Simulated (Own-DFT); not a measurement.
## Calculated data, Al$_{3}$GaN$_{4}$ (wurtzite random alloy, strained, atoms displaced), Al$_{3}$GaN$_{4}$ (wurtzite random alloy, atoms displaced)

A calculation, not a measurement: plane-wave PBE density functional theory by an unreviewed code, no spin, of a simulated periodic cell, stress positive in tension, free energy of the whole cell less one offset for each atom, forces on such cells passed a denser k mesh, this cell's mesh not checked; offsets are fitted by least squares, one for each functional and potential file, so energies compare only between cells with the same atoms and settings and are not formation energies; the far tail of each file's local potential was reset to the Coulomb form; each entry is a single point on an unrelaxed cell, so the pressure reflects the starting lattice, mostly measured values, from which strain is counted, and rises with the displacements; printed positions are rounded, which can move forces by about a meV/angstrom; the program is a retired in-house code; no spin-orbit coupling. Program: Own-DFT development build.

Settings shared by all entries: functional PBE; potential files PseudoDojo norm-conserving, scalar-relativistic, standard set with the stringent files for Ga; wave cutoff 96 hartree; occupations Gaussian; smearing width 0.01 eV; k mesh 4 x 4 x 3 centred on Gamma.

```json
{"entry": 1, "formula": "Al3GaN4", "kind": "wurtzite random alloy, strained, atoms displaced", "structure": {"cell_angstrom": [[9.2528, 0.0, 0.0], [-4.6264, 8.0132, 0.0], [0.0, 0.0, 10.0655]], "atoms_fractional": [["Al", 0.10626, 0.21972, 0.99587], ["Al", 0.22888, 0.11218, 0.25586], ["N", 0.10937, 0.22287, 0.18618], ["N", 0.22579, 0.12245, 0.44142], ["Al", 0.10999, 0.22039, 0.49918], ["Al", 0.21958, 0.11258, 0.747], ["N", 0.10395, 0.21831, 0.69209], ["N", 0.2272, 0.11782, 0.94804], ["Ga", 0.11457, 0.56705, 0.00228], ["Al", 0.22219, 0.45678, 0.25429], ["N", 0.11352, 0.56156, 0.18906], ["N", 0.23069, 0.44918, 0.44254], ["Ga", 0.11122, 0.55837, 0.49862], ["Al", 0.23197, 0.44712, 0.75332], ["N", 0.11402, 0.55565, 0.68856], ["N", 0.22518, 0.44499, 0.93483], ["Al", 0.11102, 0.88967, 0.00171], ["Al", 0.21734, 0.77598, 0.24269], ["N", 0.12441, 0.88442, 0.19234], ["N", 0.22252, 0.78261, 0.44053], ["Al", 0.12503, 0.89877, 0.49774], ["Al", 0.21412, 0.77742, 0.74093], ["N", 0.11994, 0.88503, 0.69469], ["N", 0.23027, 0.79362, 0.93492], ["Al", 0.4457, 0.22251, 0.99673], ["Ga", 0.54762, 0.10027, 0.24457], ["N", 0.4376, 0.21896, 0.19415], ["N", 0.55291, 0.10675, 0.43844], ["Al", 0.43721, 0.2256, 0.49767], ["Ga", 0.56305, 0.11013, 0.75291], ["N", 0.44098, 0.22238, 0.68814], ["N", 0.55507, 0.10755, 0.93642], ["Al", 0.44866, 0.56307, 0.00474], ["Ga", 0.56026, 0.44414, 0.25529], ["N", 0.4494, 0.553, 0.1897], ["N", 0.55861, 0.43581, 0.43939], ["Al", 0.44946, 0.55265, 0.50792], ["Al", 0.5621, 0.44482, 0.74354], ["N", 0.44525, 0.55809, 0.68486], ["N", 0.56767, 0.444, 0.94441], ["Ga", 0.44459, 0.89587, 0.00198], ["Al", 0.56505, 0.77672, 0.24841], ["N", 0.43931, 0.8836, 0.18218], ["N", 0.54874, 0.77407, 0.43952], ["Al", 0.43625, 0.88473, 0.49375], ["Al", 0.55115, 0.78593, 0.74507], ["N", 0.44508, 0.89431, 0.69132], ["N", 0.54624, 0.77778, 0.93018], ["Ga", 0.78258, 0.22241, 0.99543], ["Al", 0.8883, 0.10952, 0.24673], ["N", 0.78587, 0.22678, 0.18561], ["N", 0.8799, 0.10596, 0.43535], ["Al", 0.77187, 0.21334, 0.4996], ["Al", 0.88654, 0.11374, 0.76499], ["N", 0.78225, 0.22386, 0.69646], ["N", 0.8957, 0.11585, 0.93806], ["Al", 0.77533, 0.54767, 0.99614], ["Ga", 0.88233, 0.43103, 0.25172], ["N", 0.77707, 0.55528, 0.19082], ["N", 0.88838, 0.44032, 0.4356], ["Al", 0.78409, 0.55435, 0.49896], ["Al", 0.88493, 0.43526, 0.74735], ["N", 0.78002, 0.54708, 0.69152], ["N", 0.90201, 0.45783, 0.94041], ["Al", 0.78384, 0.89087, 0.99609], ["Ga", 0.88652, 0.77802, 0.24771], ["N", 0.78841, 0.89797, 0.19127], ["N", 0.88247, 0.77516, 0.44243], ["Al", 0.78087, 0.88516, 0.502], ["Al", 0.88705, 0.77019, 0.7536], ["N", 0.78368, 0.88697, 0.68372], ["N", 0.88351, 0.77397, 0.94217]]}, "results": {"free_energy_of_cell_above_offsets [eV]": "-21.829", "pressure [GPa]": 13.11, "stress_xx [GPa]": -15.12, "stress_yy [GPa]": -14.75, "stress_zz [GPa]": -9.45, "stress_yz [GPa]": -0.4, "stress_xz [GPa]": -0.69, "stress_xy [GPa]": 1.0, "force_element": ["Al", "Al", "N", "N", "Al", "Al", "N", "N", "Ga", "Al", "N", "N", "Ga", "Al", "N", "N", "Al", "Al", "N", "N", "Al", "Al", "N", "N", "Al", "Ga", "N", "N", "Al", "Ga", "N", "N", "Al", "Ga", "N", "N", "Al", "Al", "N", "N", "Ga", "Al", "N", "N", "Al", "Al", "N", "N", "Ga", "Al", "N", "N", "Al", "Al", "N", "N", "Al", "Ga", "N", "N", "Al", "Al", "N", "N", "Al", "Ga", "N", "N", "Al", "Al", "N", "N"], "force_x [eV/angstrom]": [1.864, -2.066, 0.437, -0.264, -1.839, 0.513, 0.372, -0.753, 1.82, 1.596, 0.221, -0.042, 0.543, -1.303, -0.276, 0.435, 0.154, 2.678, -3.834, -0.277, -2.057, 3.891, -4.372, -1.516, 0.118, 0.573, 1.119, -0.796, 2.573, -2.071, -0.054, -0.287, 0.312, -0.465, -1.574, -0.415, -0.254, -1.197, 1.133, -2.727, 0.497, -1.288, 1.25, 1.111, 1.616, 1.6, -0.711, 2.399, -1.056, 0.511, -0.48, 1.25, 0.037, 1.13, 0.786, -0.133, 1.038, -0.13, 0.935, -0.538, -0.497, 1.391, -0.238, -1.55, -1.612, 1.757, -1.719, 2.089, -1.722, 0.223, -0.831, 0.971], "force_y [eV/angstrom]": [1.838, -0.259, 0.347, -1.824, 0.806, -0.401, 0.514, -1.174, 0.316, -1.658, -0.647, -1.047, -0.539, -0.341, -0.532, 0.04, 0.524, -0.766, 2.477, 0.033, -0.816, -1.24, 2.108, -1.258, 0.294, 1.511, 0.205, 0.351, -0.823, 0.338, 0.333, 2.367, -1.184, -0.595, 1.188, 1.891, 0.473, -0.239, 0.066, -0.442, -1.264, -0.016, -1.461, 0.06, 0.715, -1.015, -1.489, 0.236, 1.249, 1.533, -3.238, 0.288, 0.531, -0.932, -0.768, -1.915, 1.483, 2.959, -0.167, -0.715, -0.228, 2.251, 0.995, -1.856, -0.47, -0.193, -0.972, 0.228, 0.608, 0.683, 0.331, 0.313], "force_z [eV/angstrom]": [1.419, -1.33, 0.806, -0.404, 0.465, 1.163, -0.313, -1.674, -0.83, -0.488, 0.898, -0.596, 0.499, -0.914, 0.853, 1.149, -0.109, 2.112, -1.072, -1.631, 0.854, 2.266, -1.981, -0.757, 1.018, 0.879, -1.667, 0.604, 1.042, -0.939, -0.288, 1.16, -1.121, -0.823, -0.111, 1.851, -2.234, 1.306, 1.699, -1.731, -1.216, 0.517, 2.339, -0.258, 1.27, -0.172, -1.977, 1.02, 0.721, 0.831, -0.552, 0.34, 0.325, -4.088, -1.715, 1.193, 1.614, -0.328, -1.475, 1.778, 0.207, 1.077, -0.901, -1.569, 0.378, 0.787, -1.98, 0.142, -0.507, -0.693, 2.125, -0.265]}}
{"entry": 2, "formula": "Al3GaN4", "kind": "wurtzite random alloy, atoms displaced", "structure": {"cell_angstrom": [[9.3938, 0.0, 0.0], [-4.6969, 8.1352, 0.0], [0.0, 0.0, 10.0655]], "atoms_fractional": [["Al", 0.11259, 0.22211, 0.99125], ["Ga", 0.22671, 0.11267, 0.23656], ["N", 0.11547, 0.21188, 0.18747], ["N", 0.23025, 0.11284, 0.44365], ["Ga", 0.104, 0.21176, 0.49179], ["Al", 0.22618, 0.09391, 0.74478], ["N", 0.09194, 0.22656, 0.68958], ["N", 0.24032, 0.13083, 0.95022], ["Al", 0.12094, 0.56053, 0.01306], ["Ga", 0.22031, 0.45013, 0.24498], ["N", 0.10122, 0.54092, 0.19217], ["N", 0.20623, 0.43307, 0.46079], ["Al", 0.11004, 0.54473, 0.49769], ["Al", 0.22057, 0.44872, 0.76546], ["N", 0.10902, 0.57284, 0.70308], ["N", 0.2228, 0.44307, 0.93737], ["Al", 0.10422, 0.89548, 0.00382], ["Ga", 0.2169, 0.78228, 0.24418], ["N", 0.1018, 0.87033, 0.17301], ["N", 0.22077, 0.76388, 0.4391], ["Al", 0.11207, 0.88935, 0.49708], ["Ga", 0.23251, 0.79329, 0.76169], ["N", 0.10282, 0.87881, 0.68498], ["N", 0.24254, 0.79168, 0.94159], ["Ga", 0.44501, 0.22999, 0.00316], ["Al", 0.58751, 0.10756, 0.23929], ["N", 0.43823, 0.22925, 0.18988], ["N", 0.53341, 0.07767, 0.45681], ["Al", 0.45744, 0.22737, 0.50032], ["Al", 0.5479, 0.11664, 0.75399], ["N", 0.4488, 0.21911, 0.69525], ["N", 0.54686, 0.11541, 0.93382], ["Al", 0.43107, 0.56302, 0.99765], ["Al", 0.54921, 0.43084, 0.26245], ["N", 0.44768, 0.5711, 0.19171], ["N", 0.56358, 0.4583, 0.45575], ["Al", 0.44346, 0.55962, 0.50356], ["Al", 0.57488, 0.47168, 0.74526], ["N", 0.44345, 0.55539, 0.69136], ["N", 0.56553, 0.45432, 0.9416], ["Al", 0.45225, 0.88938, 0.99453], ["Al", 0.54918, 0.76743, 0.25591], ["N", 0.44982, 0.90068, 0.1848], ["N", 0.55305, 0.79348, 0.43597], ["Al", 0.45488, 0.88663, 0.48351], ["Ga", 0.55267, 0.77514, 0.74482], ["N", 0.44435, 0.89502, 0.69351], ["N", 0.55941, 0.76962, 0.94476], ["Al", 0.79032, 0.20323, 0.00943], ["Ga", 0.88908, 0.11041, 0.23433], ["N", 0.77435, 0.21545, 0.18856], ["N", 0.8918, 0.09926, 0.43822], ["Al", 0.78274, 0.21339, 0.50552], ["Al", 0.88565, 0.10268, 0.75573], ["N", 0.78954, 0.22521, 0.70366], ["N", 0.88232, 0.09506, 0.94116], ["Al", 0.7923, 0.54745, 0.99474], ["Al", 0.89396, 0.43757, 0.25857], ["N", 0.77317, 0.55158, 0.20011], ["N", 0.87816, 0.4402, 0.43694], ["Al", 0.76981, 0.54793, 0.50219], ["Al", 0.88584, 0.44392, 0.75353], ["N", 0.77926, 0.5557, 0.67902], ["N", 0.88328, 0.44047, 0.94213], ["Al", 0.79191, 0.90804, 0.99663], ["Ga", 0.88891, 0.77713, 0.24602], ["N", 0.7421, 0.86052, 0.19792], ["N", 0.88388, 0.77361, 0.42927], ["Al", 0.75915, 0.90381, 0.52141], ["Al", 0.89689, 0.76857, 0.75929], ["N", 0.77107, 0.88267, 0.68205], ["N", 0.87015, 0.77034, 0.9452]]}, "results": {"free_energy_of_cell_above_offsets [eV]": "-9.177", "pressure [GPa]": 11.28, "stress_xx [GPa]": -12.32, "stress_yy [GPa]": -11.33, "stress_zz [GPa]": -10.18, "stress_yz [GPa]": 1.07, "stress_xz [GPa]": 0.91, "stress_xy [GPa]": -0.27, "force_element": ["Al", "Ga", "N", "N", "Ga", "Al", "N", "N", "Al", "Ga", "N", "N", "Al", "Al", "N", "N", "Al", "Ga", "N", "N", "Al", "Ga", "N", "N", "Ga", "Al", "N", "N", "Al", "Al", "N", "N", "Al", "Al", "N", "N", "Al", "Al", "N", "N", "Al", "Al", "N", "N", "Al", "Ga", "N", "N", "Al", "Ga", "N", "N", "Al", "Al", "N", "N", "Al", "Al", "N", "N", "Al", "Al", "N", "N", "Al", "Ga", "N", "N", "Al", "Al", "N", "N"], "force_x [eV/angstrom]": [0.781, 0.723, -3.196, 0.77, 1.417, -1.519, 2.874, -4.147, -1.464, 2.518, -0.975, 3.0, -2.936, -0.899, 1.141, -1.435, 1.459, 2.267, -0.981, -0.508, -0.372, 0.079, -0.327, -2.801, 3.105, -8.511, 3.42, 1.15, -0.878, 3.2, -2.187, 3.136, 4.339, 0.204, -0.147, -2.109, -0.981, -1.198, -0.722, -0.701, 0.626, -3.182, 0.562, 4.92, -6.274, -1.125, 1.263, -0.729, -4.949, 1.545, 4.532, -3.165, -0.922, -0.491, -1.63, 1.72, -5.272, -2.966, 1.209, 1.446, 2.261, 0.977, 0.981, 4.322, -1.663, -1.506, 4.868, 0.455, 2.456, -1.776, 2.062, 2.855], "force_y [eV/angstrom]": [0.211, -2.672, 1.914, -0.409, -0.1, 2.706, -0.371, -4.305, 0.229, -1.413, 1.303, 1.495, 2.057, -0.176, -2.431, -0.195, -0.023, -0.445, 2.117, 0.914, -1.426, -1.437, 1.428, -1.87, 2.252, -3.275, -0.096, 10.98, -1.352, -0.892, 2.023, -0.974, -0.875, 3.045, -4.279, -2.706, -0.105, -3.268, -0.859, 0.819, 1.439, 1.627, -1.731, -4.565, -5.022, 0.756, 0.599, 2.734, 2.906, -2.971, 4.477, 0.616, 0.443, 0.239, -0.854, 5.666, 1.135, 0.859, -2.267, -1.652, 3.238, 0.262, 0.575, -1.675, -9.544, -0.816, 5.149, 0.599, -1.681, 0.281, 0.388, 1.25], "force_z [eV/angstrom]": [0.501, 2.662, -1.897, -0.688, 2.08, 0.39, 1.63, -2.763, -3.088, 2.095, -0.661, -2.86, 2.298, -5.062, -1.125, 3.234, -3.384, 1.578, 2.142, -0.253, -0.819, -2.149, 0.751, 2.896, -0.236, 3.61, 1.142, -3.414, 0.967, -0.538, -1.635, 2.155, 1.187, -1.005, -0.498, -1.954, 0.065, 1.889, -0.37, -0.909, 0.486, 0.538, -0.014, 0.224, 4.645, 1.7, -1.331, -0.891, -2.795, 2.981, -1.624, -0.932, 0.607, -1.528, -1.424, -1.317, 3.229, -1.146, -1.463, 1.638, -1.913, -0.314, 2.641, 0.041, 3.432, 0.569, -3.703, 3.414, -7.327, -1.619, 6.141, -0.907]}}
```
